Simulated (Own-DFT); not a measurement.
# Computed records: Hf36O71 (tetragonal hafnia with one neutral oxygen vacancy, atoms displaced)

Computed with Own-DFT development build. A calculation, not a measurement: plane-wave PBE and HSE06 DFT by an unreviewed code, no spin, of a simulated cell at Gamma alone, so results move with cell size and shape, stress positive in tension, energies less offsets, not probed for a lower state with spin; hafnium file: forces about 75 meV/angstrom off all-electron values; oxygen file: force components 24 meV/angstrom off all-electron in a glass; k mesh not checked against a denser one; forces and stress are PBE's, HSE06 gives the energy alone, and its difference from PBE has offsets of its own; offsets are fitted by least squares, one for each functional and potential file, so energies compare only between cells with the same atoms and settings and are not formation energies; the far tail of each file's local potential was reset to the Coulomb form; each entry is a single point on an unrelaxed cell, so the pressure reflects the starting lattice, taken from the Materials Project, from which strain is counted, and rises with the displacements; printed positions are rounded, which can move forces by about a meV/angstrom; the program is a retired in-house code; no spin-orbit coupling.

Common to all runs: first functional PBE; second functional HSE06; exact exchange share 0.25; screening 0.11 1/bohr; exchange divergence Gygi-Baldereschi; potential files PseudoDojo norm-conserving, scalar-relativistic, made for PBE, standard set; wave cutoff 48 hartree; occupations fixed; k mesh 1 x 1 x 1 centred on Gamma.

(1) Hf36O71 (tetragonal hafnia with one neutral oxygen vacancy, atoms displaced)

```
Hf36O71
1.0
     10.7800     0.0000     0.0000
      0.0000    10.7800     0.0000
      0.0000     0.0000    10.4493
Hf O Hf O Hf O Hf O Hf O Hf O Hf O Hf O Hf O Hf O Hf O Hf O Hf O Hf O Hf O Hf O Hf O Hf O
2 4 2 4 2 4 2 4 2 4 2 4 2 4 2 4 2 4 2 4 2 3 2 4 2 4 2 4 2 4 2 4 2 4 2 4
Direct
  0.00096 0.00113 1.00000
  0.16772 0.16158 0.24413
  0.01078 0.17171 0.16178
  0.16252 0.00215 0.34414
  0.99593 0.16960 0.40902
  0.16675 0.99565 0.10053
  0.00077 0.99776 0.49132
  0.16686 0.16891 0.74902
  0.99884 0.17057 0.65107
  0.16554 0.99762 0.85951
  0.01118 0.17092 0.90282
  0.16397 0.00423 0.59355
  0.99826 0.33517 0.00659
  0.16827 0.49923 0.23904
  0.00757 0.49363 0.15970
  0.16225 0.33378 0.35710
  0.00351 0.49423 0.40354
  0.16424 0.34245 0.09635
  0.99250 0.32870 0.48819
  0.17131 0.49958 0.75395
  0.00348 0.50069 0.65559
  0.17052 0.33145 0.84837
  0.00401 0.50193 0.90714
  0.15684 0.32438 0.59807
  0.00962 0.66386 0.00886
  0.17208 0.84504 0.25205
  0.00040 0.83372 0.14824
  0.16658 0.66770 0.34204
  0.00472 0.83850 0.40317
  0.16518 0.66212 0.09376
  0.00452 0.66214 0.50138
  0.16662 0.82798 0.74817
  0.99747 0.83087 0.65422
  0.15853 0.67041 0.83941
  0.99896 0.82111 0.90143
  0.17054 0.67228 0.59011
  0.32902 0.99570 0.99659
  0.50131 0.16815 0.25497
  0.33120 0.17288 0.16011
  0.49138 0.99438 0.33953
  0.33271 0.17010 0.39556
  0.50298 0.00111 0.10137
  0.33344 0.00211 0.50210
  0.49436 0.16701 0.75100
  0.32912 0.16892 0.65048
  0.50583 0.99827 0.85699
  0.34060 0.16712 0.89655
  0.49828 0.99902 0.59331
  0.31961 0.34020 0.00043
  0.49294 0.49633 0.24883
  0.33327 0.49996 0.15613
  0.50830 0.33592 0.34302
  0.32919 0.49513 0.40827
  0.50573 0.33583 0.10232
  0.33644 0.33129 0.50805
  0.51394 0.49890 0.75756
  0.32287 0.50572 0.64927
  0.50135 0.32763 0.84002
  0.33163 0.49542 0.90199
  0.50171 0.33096 0.60210
  0.32806 0.66798 0.00025
  0.49898 0.82825 0.24816
  0.33277 0.82679 0.15563
  0.50032 0.66422 0.34773
  0.49248 0.66574 0.10005
  0.33015 0.66476 0.49540
  0.49714 0.82825 0.74843
  0.33641 0.83273 0.65711
  0.50060 0.66692 0.84994
  0.33160 0.84555 0.90155
  0.50011 0.65027 0.59475
  0.65853 0.00172 0.00980
  0.82759 0.16559 0.25387
  0.67229 0.16774 0.14738
  0.83014 0.00803 0.35074
  0.66520 0.16376 0.40232
  0.82873 0.99526 0.10590
  0.66735 0.99220 0.50493
  0.83663 0.16501 0.74995
  0.65855 0.16052 0.65418
  0.83460 0.00313 0.84368
  0.67502 0.16449 0.89532
  0.82869 0.00173 0.59210
  0.66341 0.32966 0.00074
  0.83638 0.50389 0.24595
  0.66449 0.50272 0.15561
  0.82904 0.33254 0.34184
  0.68068 0.49834 0.40941
  0.83339 0.32683 0.09104
  0.66142 0.33976 0.50413
  0.83314 0.50166 0.74870
  0.66391 0.49453 0.64696
  0.83992 0.33238 0.84198
  0.66352 0.49770 0.90753
  0.83697 0.33677 0.59003
  0.66821 0.66071 0.00387
  0.83604 0.83751 0.24584
  0.67465 0.82748 0.14627
  0.83840 0.67235 0.34763
  0.66295 0.83695 0.40588
  0.83178 0.66529 0.09239
  0.66119 0.67040 0.50358
  0.83948 0.82691 0.74832
  0.67439 0.83413 0.65156
  0.83787 0.66151 0.84919
  0.67212 0.83519 0.90203
  0.82850 0.66590 0.59151
```

```
PBE energy of cell above offsets : -96.391 eV
HSE06 less PBE above offsets     : 0.091 eV
PBE pressure                     : 3.11 GPa
PBE stress xx                    : -4.32 GPa
PBE stress yy                    : -1.37 GPa
PBE stress zz                    : -3.65 GPa
PBE stress yz                    : -0.32 GPa
PBE stress xz                    : 0.63 GPa
PBE stress xy                    : 0.08 GPa
```

Force:
```csv
element,x (eV/Å),y (eV/Å),z (eV/Å)
Hf,-1.038,-0.756,-0.953
Hf,1.28,2.043,2.845
O,-2.843,-0.263,-1.767
O,0.497,0.379,0.921
O,-0.01,-2.437,-1.736
O,0.244,0.136,0.245
Hf,-1.094,1.558,1.83
Hf,-1.562,-0.033,-0.532
O,0.104,-0.828,0.812
O,-0.198,-0.109,-1.194
O,-0.502,-0.573,0.974
O,0.614,-0.574,0.406
Hf,-0.708,-0.327,-1.899
Hf,0.121,-0.946,4.588
O,-2.394,0.466,-1.467
O,0.524,-0.262,-2.321
O,-0.604,2.165,-0.473
O,0.418,-0.108,0.554
Hf,1.624,0.928,1.942
Hf,-1.507,-1.214,-1.05
O,-0.207,1.119,0.234
O,0.542,0.614,0.555
O,0.217,-0.613,0.566
O,1.742,0.39,0.377
Hf,-3.667,0.638,-2.376
Hf,-1.328,-1.875,0.37
O,0.513,-0.128,0.447
O,0.49,0.301,-0.168
O,-0.101,-1.367,-0.585
O,2.246,-0.205,0.841
Hf,-1.139,-0.391,-0.927
Hf,-0.917,1.918,-0.285
O,1.315,-0.028,-0.728
O,1.394,-0.998,1.238
O,0.143,1.889,0.434
O,-0.586,0.559,0.704
Hf,1.066,2.899,0.421
Hf,0.136,-0.519,-0.295
O,0.655,0.051,-1.683
O,-0.548,0.174,0.643
O,0.719,-0.522,1.416
O,-1.947,-0.18,0.515
Hf,0.17,0.2,-0.916
Hf,1.261,-1.437,-0.051
O,0.797,-0.244,-0.39
O,-0.59,-0.414,-1.197
O,-0.8,-0.12,1.275
O,-0.79,-0.454,0.574
Hf,2.202,-2.501,-0.424
Hf,1.684,0.324,0.373
O,-0.04,-0.093,-1.693
O,-0.246,-0.029,1.26
O,0.753,0.48,-0.791
O,-1.559,-0.014,-0.726
Hf,-2.677,-0.071,-0.507
Hf,-1.75,-0.357,-0.981
O,1.696,-0.57,0.606
O,0.375,1.715,1.289
O,-0.062,1.921,0.249
O,-1.014,0.424,-0.171
Hf,1.681,0.358,-0.3
Hf,1.174,0.323,0.185
O,-0.122,0.257,-0.472
O,-0.309,0.105,0.145
O,0.257,0.019,-0.694
Hf,0.447,-0.376,-0.334
Hf,2.3,1.714,1.023
O,-0.566,-0.129,-0.839
O,-0.486,-0.104,-0.04
O,0.112,-3.861,-0.46
O,-0.666,1.008,0.807
Hf,1.773,-0.41,-2.605
Hf,0.531,0.565,-0.078
O,-1.44,-0.016,0.224
O,0.447,-2.043,-0.212
O,-0.546,0.211,-0.19
O,1.451,0.675,-0.737
Hf,0.138,2.261,-0.029
Hf,-1.191,-0.056,-0.916
O,1.076,0.437,-0.015
O,1.412,-1.1,0.43
O,-0.647,0.673,1.567
O,1.702,-0.205,0.479
Hf,0.534,-1.473,-0.467
Hf,-1.063,0.096,1.81
O,0.384,0.27,-0.019
O,0.385,0.417,-0.499
O,-0.505,1.375,-0.57
O,-0.127,0.735,0.481
Hf,1.775,-1.598,-0.701
Hf,1.397,-0.913,-0.61
O,0.78,0.201,1.339
O,-0.115,0.986,0.25
O,-0.305,-0.191,-1.179
O,-1.92,0.045,0.671
Hf,-0.238,2.199,-0.235
Hf,-0.054,0.169,0.557
O,-1.647,-0.143,0.994
O,0.2,-0.444,-0.852
O,-0.121,-1.327,-1.127
O,1.438,-0.839,0.916
Hf,1.103,-0.478,-1.308
Hf,-1.251,0.863,1.673
O,-2.075,-0.569,0.014
O,-0.9,-0.158,-0.623
O,-0.279,-0.992,0.497
O,0.951,-0.267,0.833
```

(2) Hf36O71 (tetragonal hafnia with one neutral oxygen vacancy, atoms displaced)

```
Hf36O71
1.0
     10.7800     0.0000     0.0000
      0.0000    10.7800     0.0000
      0.0000     0.0000    10.4493
Hf O Hf O Hf O Hf O Hf O Hf O Hf O Hf O Hf O Hf O Hf O Hf O Hf O Hf O Hf O Hf O Hf O Hf O
2 4 2 4 2 4 2 4 2 4 2 4 2 4 2 3 2 4 2 4 2 4 2 4 2 4 2 4 2 4 2 4 2 4 2 4
Direct
  0.99023 0.00415 0.00039
  0.16670 0.16382 0.25404
  0.01155 0.16457 0.15621
  0.16859 0.00083 0.34416
  0.00607 0.16365 0.40806
  0.16553 0.00321 0.10104
  0.99812 0.99225 0.49916
  0.15905 0.16797 0.75574
  0.00082 0.15919 0.64342
  0.16866 0.99852 0.84929
  0.99849 0.16570 0.89671
  0.16955 0.99729 0.59558
  0.00879 0.33404 0.00700
  0.17209 0.50254 0.24566
  0.99953 0.50021 0.16338
  0.16462 0.33275 0.34011
  0.99186 0.49934 0.39980
  0.17042 0.33201 0.10325
  0.99871 0.34105 0.50004
  0.16965 0.50224 0.75238
  0.00074 0.50845 0.65136
  0.16229 0.33186 0.85250
  0.00139 0.49759 0.89695
  0.16066 0.33832 0.60213
  0.99850 0.67095 0.00031
  0.16662 0.83603 0.25353
  0.00183 0.83885 0.14668
  0.16395 0.66952 0.34647
  0.00051 0.83219 0.39821
  0.16572 0.66045 0.09862
  0.00032 0.66640 0.50389
  0.16406 0.82409 0.75084
  0.99897 0.83547 0.65592
  0.16610 0.66857 0.83832
  0.99861 0.82763 0.90191
  0.16611 0.66609 0.60171
  0.33510 0.00002 0.99558
  0.50032 0.15958 0.24832
  0.33899 0.15817 0.14935
  0.50395 0.00318 0.34607
  0.32955 0.16723 0.40136
  0.49468 0.00071 0.09066
  0.34593 0.99118 0.50187
  0.50848 0.17279 0.75216
  0.32895 0.16893 0.65815
  0.50335 0.00642 0.85279
  0.50455 0.99905 0.60771
  0.33146 0.33867 0.00306
  0.50041 0.50329 0.24575
  0.32995 0.49963 0.15190
  0.50162 0.33707 0.35005
  0.33620 0.50052 0.39746
  0.49473 0.34080 0.08928
  0.33239 0.33796 0.50363
  0.50818 0.49807 0.75661
  0.33967 0.50009 0.65319
  0.50600 0.33712 0.84497
  0.32752 0.49706 0.90297
  0.49861 0.33763 0.59605
  0.32670 0.66996 0.00200
  0.49753 0.82558 0.25245
  0.32755 0.83565 0.15571
  0.49824 0.66942 0.34681
  0.33168 0.83613 0.40333
  0.50366 0.67083 0.10262
  0.33718 0.67283 0.50075
  0.49279 0.83597 0.74904
  0.33994 0.83918 0.64637
  0.50103 0.66463 0.85034
  0.32713 0.83141 0.90088
  0.49915 0.66671 0.60257
  0.67902 0.00099 0.99766
  0.82224 0.16495 0.24533
  0.66558 0.16385 0.15508
  0.83405 0.99620 0.34991
  0.66530 0.15762 0.39696
  0.83729 0.00178 0.08805
  0.66144 0.99936 0.50250
  0.82827 0.17037 0.74994
  0.66998 0.17183 0.66267
  0.83202 0.00075 0.85736
  0.66924 0.16707 0.90186
  0.83973 0.00213 0.59104
  0.66696 0.33120 0.00835
  0.83730 0.49604 0.24793
  0.66596 0.49486 0.15813
  0.83259 0.33221 0.34338
  0.66717 0.49506 0.41132
  0.83609 0.32967 0.09522
  0.66088 0.33668 0.50680
  0.83754 0.50364 0.76049
  0.66401 0.49990 0.65802
  0.83941 0.33847 0.84172
  0.66291 0.49515 0.89789
  0.83038 0.33441 0.60596
  0.66445 0.67019 0.99942
  0.83432 0.83399 0.25184
  0.66391 0.82836 0.15302
  0.83234 0.67383 0.35160
  0.66886 0.83553 0.39673
  0.83865 0.66221 0.09420
  0.66726 0.66003 0.50262
  0.84916 0.83603 0.74955
  0.67529 0.82750 0.65054
  0.82912 0.66478 0.84958
  0.66962 0.84373 0.90301
  0.84301 0.66620 0.60467
```

```
PBE stress yy : ?
```

## Withheld values
1. Give the missing PBE stress yy for Hf36O71 (tetragonal hafnia with one neutral oxygen vacancy, atoms displaced) (entry 2).

Calculated values
1. -1.33 GPa

Further results for Hf36O71 (tetragonal hafnia with one neutral oxygen vacancy, atoms displaced) (entry 2):

```
PBE energy of cell above offsets : -96.414 eV
HSE06 less PBE above offsets     : 0.064 eV
PBE pressure                     : 2.57 GPa
PBE stress xx                    : -3.51 GPa
PBE stress zz                    : -2.86 GPa
PBE stress yz                    : 0.94 GPa
PBE stress xz                    : 0.31 GPa
PBE stress xy                    : -0.01 GPa
```

Force:
```csv
element,x (eV/Å),y (eV/Å),z (eV/Å)
Hf,4.838,0.007,-0.646
Hf,1.231,-0.402,0.242
O,-3.388,0.335,-1.215
O,0.042,-1.239,0.672
O,-0.307,0.584,-0.404
O,0.146,-0.415,-1.105
Hf,2.053,2.77,-0.438
Hf,0.38,-1.072,-1.316
O,-0.594,0.563,1.792
O,0.01,-0.31,-0.458
O,-0.175,0.669,0.968
O,0.371,-0.801,-0.463
Hf,-0.129,-0.791,-1.219
Hf,-0.762,-0.518,1.88
O,0.644,-0.477,-1.862
O,0.037,1.386,1.116
O,0.027,0.994,0.561
O,-0.109,0.592,-0.506
Hf,-0.14,-2.267,0.184
Hf,-0.022,-1.806,-1.161
O,0.302,-0.413,0.246
O,0.376,0.478,0.265
O,0.246,0.935,1.369
O,0.713,0.443,-0.396
Hf,-0.064,-1.029,0.292
Hf,-1.007,1.227,-0.584
O,-0.529,-0.667,0.303
O,0.4,-0.681,0.415
O,0.044,-0.607,0.306
O,-0.363,0.142,-0.725
Hf,-0.1,-0.857,-1.132
Hf,1.083,3.817,-0.962
O,1.958,-0.179,-1.372
O,0.143,-1.195,2.26
O,0.012,1.031,-0.726
O,1.004,0.654,-0.543
Hf,-1.275,1.942,0.693
Hf,-1.825,1.073,0.401
O,-0.496,0.822,0.044
O,-0.602,-1.756,0.927
O,0.855,-0.09,0.869
O,2.001,-0.316,0.874
Hf,-2.977,3.239,0.416
Hf,-3.03,-0.703,0.843
O,1.189,0.302,0.682
O,-0.929,-0.682,-1.099
O,0.141,0.097,-0.44
Hf,-0.553,-2.009,-0.854
Hf,-0.946,-1.29,0.985
O,1.576,0.54,-0.628
O,0.241,-0.522,-0.914
O,-0.309,0.847,0.604
O,1.359,-0.022,1.076
Hf,-0.854,-1.046,-0.532
Hf,-1.175,0.889,-0.644
O,-0.875,0.058,0.101
O,-0.462,-1.192,0.631
O,-0.131,1.417,0.149
O,0.16,-0.621,0.609
Hf,1.229,-0.475,-0.063
Hf,0.587,2.038,-1.385
O,1.073,-1.016,-0.43
O,0.159,-1.176,1.128
O,0.568,-0.99,-0.585
O,-1.293,-0.471,-0.371
Hf,-0.557,-1.84,0.193
Hf,2.694,-0.006,1.056
O,-1.248,-0.739,0.193
O,0.073,1.002,0.462
O,0.589,-0.55,-0.4
O,0.222,0.452,-0.882
Hf,-3.562,-0.256,-0.567
Hf,3.211,0.173,2.461
O,-0.578,0.392,-1.572
O,0.056,0.673,-1.326
O,0.361,1.469,1.008
O,-1.469,0.356,3.315
Hf,2.069,-1.25,-0.717
Hf,3.242,0.458,0.17
O,-0.87,-0.355,-2.17
O,0.545,0.006,-1.513
O,0.357,0.808,0.522
O,-2.392,-0.367,1.415
Hf,-0.452,0.659,-1.667
Hf,-0.207,0.764,1.421
O,0.504,0.125,-0.665
O,-0.268,-0.648,-0.009
O,0.044,1.227,-0.66
O,-0.115,-0.074,0.316
Hf,1.095,-1.006,-0.803
Hf,0.043,-0.667,-1.862
O,1.188,0.347,-0.998
O,-0.422,-1.224,1.292
O,0.525,0.59,1.757
O,0.273,0.065,-1.299
Hf,0.537,0.639,-0.82
Hf,-0.086,-0.348,0.348
O,0.944,0.275,-0.205
O,-0.332,-1.437,-0.348
O,-0.875,-0.392,0.993
O,-1.189,0.02,0.389
Hf,1.083,1.761,0.821
Hf,-4.182,-0.414,0.851
O,-0.837,0.312,0.487
O,0.102,1.363,0.634
O,-0.32,-2.189,0.239
O,-1.577,0.034,-0.583
```
